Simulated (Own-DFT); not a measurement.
# Misfit strain and the stress it brings: wurtzite AlGaN with randomly placed atoms, 72 atoms (Al9Ga27N36)

Everything here is calculated. The program is Own-DFT (plane waves, in-house, since retired, never reviewed by a person); positions were held fixed, and spin and spin-orbit coupling were off.

Settings: PBEsol; PseudoDojo norm-conserving scalar-relativistic files, made for PBE; cutoff 42 hartree; 4 x 4 x 3 k mesh centred on Gamma; Fermi-Dirac smearing of 0.1 eV.

Known weak points: forces on such cells passed a denser k mesh, each cell not checked; stress not checked against mesh or cutoff.

Unstrained cell vectors in Å: (9.509, 0.000, 0.000); (-4.755, 8.235, 0.000); (0.000, 0.000, 10.268). The unstrained cell has measured lattice constants (interpolated for alloys), not those of this functional. That, the random moves and any unrelaxed bonds set the pressure at no strain. Each run strains x and y alike by e, as a substrate would, and holds the height along z. All atoms carry random offsets, Gaussian with a width of 0.05 Å per axis. The random placing of the alloy's atoms differs from row to row. Stress is positive in tension.

```
e (%),u (Å),(s_xx + s_yy)/2 (GPa),s_zz (GPa)
-2.25,0.050,-15.91,-7.04
-1.50,0.050,-9.65,-6.74
-0.50,0.050,-5.38,-2.39
-0.25,0.051,-3.40,-3.50
0.25,0.047,-1.34,-1.87
0.75,0.047,1.81,-1.15
1.50,0.046,5.20,-0.46
2.00,0.052,6.30,0.55
2.25,0.051,?,?
2.50,0.050,8.91,-0.25
```

## What the rows give

With e as a fraction, the in-plane stress is -2.2 + 516 e - 3269 e² GPa (errors 14 and 963, scatter 0.62), and s_zz is -3.0 + 164 e GPa (slope ± 22, scatter 0.97). At e = 0 the first slope is C11 + C12 and the second 2 C13, both with the ions held to the strained lattice and at the cell's own pressure. The term in e² is negative: the layer stiffens under compression and softens under tension. A free layer would change its height as e changes, and the in-plane slope would drop by 2 C13²/C33 to the biaxial modulus. At fixed height, a misfit of 1 % moves the in-plane stress by about 5.2 GPa and s_zz by 1.6 GPa.

## Test on the hidden row

Q: what are the two stresses at e = 2.25 %?

The fit gives 7.8 and 0.7 GPa. The run itself gave 7.82 and -0.01 GPa.
